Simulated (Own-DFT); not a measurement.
SiC (4H silicon carbide, atoms displaced) (calculated)

All values are calculated (Own-DFT development build). A calculation, not a measurement: plane-wave PBE density functional theory by an unreviewed code, no spin, of a simulated periodic cell, stress positive in tension, free energy of the whole cell less one offset for each atom, forces on such cells passed a denser k mesh, this cell's mesh not checked; offsets are fitted by least squares, one for each functional and potential file, so energies compare only between cells with the same atoms and settings and are not formation energies; the far tail of each file's local potential was reset to the Coulomb form; each entry is a single point on an unrelaxed cell, so the pressure reflects the starting lattice, mostly measured values (interpolated for alloys), from which strain is counted, and rises with the displacements; printed positions are rounded, which can move forces by about a meV/angstrom; the program, named Own-DFT, is a retired in-house code; no spin-orbit coupling.

Entry: SiC (4H silicon carbide, atoms displaced)

```
cell vectors (Å)
   9.2481     0.0000     0.0000
  -4.6241     8.0091     0.0000
   0.0000     0.0000    10.0681
atoms (fractions of the cell vectors)
Si  0.00052  0.98890  0.41603
Si  0.09817  0.21779  0.16661
C   0.98895  0.99643  0.09784
C   0.11234  0.21137  0.35111
Si  0.99028  0.32550  0.40452
Si  0.10094  0.54996  0.16115
C   0.99653  0.33775  0.08750
C   0.12446  0.54770  0.34127
Si  0.01151  0.66974  0.41402
Si  0.10951  0.89237  0.14813
C   0.99771  0.65491  0.09507
C   0.11689  0.89702  0.34118
Si  0.32402  0.99931  0.40726
Si  0.45836  0.24605  0.15860
C   0.33294  0.00546  0.09836
C   0.44578  0.22419  0.34873
Si  0.34297  0.33390  0.41030
Si  0.44690  0.56146  0.15622
C   0.33277  0.32613  0.10021
C   0.43779  0.53834  0.35029
Si  0.33897  0.66603  0.39933
Si  0.44267  0.88818  0.15709
C   0.34421  0.66919  0.09637
C   0.45472  0.88553  0.33777
Si  0.66682  0.00171  0.40908
Si  0.79388  0.23922  0.15808
C   0.67093  0.99933  0.08651
C   0.78046  0.23325  0.34442
Si  0.66946  0.34109  0.39549
Si  0.78047  0.55755  0.15271
C   0.66148  0.33491  0.09862
C   0.77426  0.56072  0.34606
Si  0.66810  0.65870  0.39367
Si  0.77050  0.88813  0.15447
C   0.67484  0.67450  0.09230
C   0.77674  0.88928  0.34931
Si  0.99132  0.99105  0.91017
Si  0.88298  0.77574  0.66684
C   0.00711  0.99793  0.59448
C   0.89546  0.78717  0.84525
Si  0.99472  0.67422  0.91027
Si  0.87986  0.43270  0.65218
C   0.99522  0.66004  0.60276
C   0.88329  0.44061  0.84032
Si  0.00997  0.33376  0.90302
Si  0.86869  0.09135  0.65405
C   0.99893  0.33444  0.59391
C   0.89028  0.11725  0.84054
Si  0.65511  0.99821  0.91165
Si  0.55962  0.78090  0.65511
C   0.66284  0.99427  0.59322
C   0.55420  0.78666  0.84384
Si  0.68230  0.67936  0.90790
Si  0.54861  0.43447  0.64748
C   0.66990  0.67246  0.59869
C   0.55634  0.44840  0.84750
Si  0.67026  0.34144  0.91766
Si  0.55753  0.11114  0.65613
C   0.67824  0.34391  0.59804
C   0.54238  0.10709  0.83847
Si  0.33024  0.99944  0.90214
Si  0.22700  0.77330  0.64916
C   0.32463  0.99709  0.58427
C   0.21586  0.78140  0.84977
Si  0.33033  0.66649  0.90391
Si  0.21908  0.43859  0.65891
C   0.33699  0.66976  0.59749
C   0.22131  0.43982  0.84268
Si  0.33949  0.34231  0.90866
Si  0.21422  0.10597  0.65991
C   0.33498  0.34493  0.59224
C   0.22169  0.10493  0.85721
```

Settings of this run: functional PBE, potential files PseudoDojo norm-conserving, scalar-relativistic, standard set, wave cutoff 42 hartree, occupations Fermi-Dirac, smearing width 0.1 eV, hardware one NVIDIA H100 and k mesh 4 x 4 x 3 centred on Gamma.

It finds free energy of cell above offsets -4.525 eV; pressure 5.76 GPa; stress xx -7.73 GPa; stress yy -3.88 GPa; stress zz -5.68 GPa; stress yz -0.26 GPa; stress xz -0.37 GPa; stress xy -0.66 GPa; wall time 358.8 s.

Force:
```csv
element,x (eV/Å),y (eV/Å),z (eV/Å)
Si,-1.145,0.96,-2.026
Si,1.996,0.141,-1.039
C,0.633,0.34,-0.699
C,-1.291,0.672,0.149
Si,3.043,0.921,1.615
Si,3.039,0.932,-1.14
C,2.033,-0.026,0.93
C,-3.005,0.279,0.887
Si,-0.867,-0.269,-0.77
Si,0.484,-0.207,1.629
C,-1.332,2.359,-0.203
C,-0.407,-2.559,-0.303
Si,2.613,0.556,-1.768
Si,-1.484,-4.835,1.311
C,0.886,0.239,-0.815
C,0.982,-0.192,-0.69
Si,-2.201,-1.982,-0.103
Si,1.041,-1.995,0.45
C,-2.626,2.402,-1.122
C,0.53,3.704,-1.965
Si,0.956,-0.111,1.733
Si,0.137,1.073,-1.163
C,-2.642,-0.402,-0.936
C,-1.87,0.534,1.601
Si,0.368,-0.175,-1.032
Si,-2.405,-3.139,-0.618
C,-1.668,1.4,2.787
C,0.013,-1.641,-0.673
Si,-0.337,-0.467,2.697
Si,-0.66,0.546,1.166
C,2.831,1.198,-0.123
C,4.15,-0.926,-1.923
Si,-3.342,2.571,3.415
Si,0.799,0.639,1.454
C,-0.33,-1.275,0.443
C,0.219,-0.235,-0.913
Si,-0.082,3.945,0.27
Si,1.464,-0.083,-2.698
C,-2.584,-1.14,1.326
C,-0.446,-1.512,0.694
Si,2.269,-2.302,-1.186
Si,2.359,2.507,2.067
C,0.443,0.637,-1.04
C,0.702,0.835,1.463
Si,-2.783,-0.131,-0.498
Si,3.177,3.438,0.848
C,0.053,-1.72,-0.498
C,-0.217,-2.063,0.593
Si,0.795,1.529,-2.535
Si,-0.648,-1.411,0.738
C,-1.534,0.572,-0.79
C,1.129,-1.318,-0.087
Si,-3.049,-1.61,-0.803
Si,0.826,2.74,2.526
C,0.095,-1.466,-1.244
C,0.684,0.629,-0.411
Si,-0.45,-1.352,-3.123
Si,-1.198,0.356,-0.662
C,-3.075,-3.334,-2.897
C,1.605,1.246,1.493
Si,0.688,-0.174,2.125
Si,-2.229,0.712,1.935
C,1.188,0.454,2.467
C,0.996,-1.187,-1.193
Si,0.064,0.426,0.586
Si,-0.894,1.353,-0.87
C,0.664,-1.19,-1.369
C,0.571,1.274,0.465
Si,0.29,-1.89,0.822
Si,1.556,1.335,0.868
C,0.615,-2.809,0.578
C,-2.187,1.675,-2.209
```
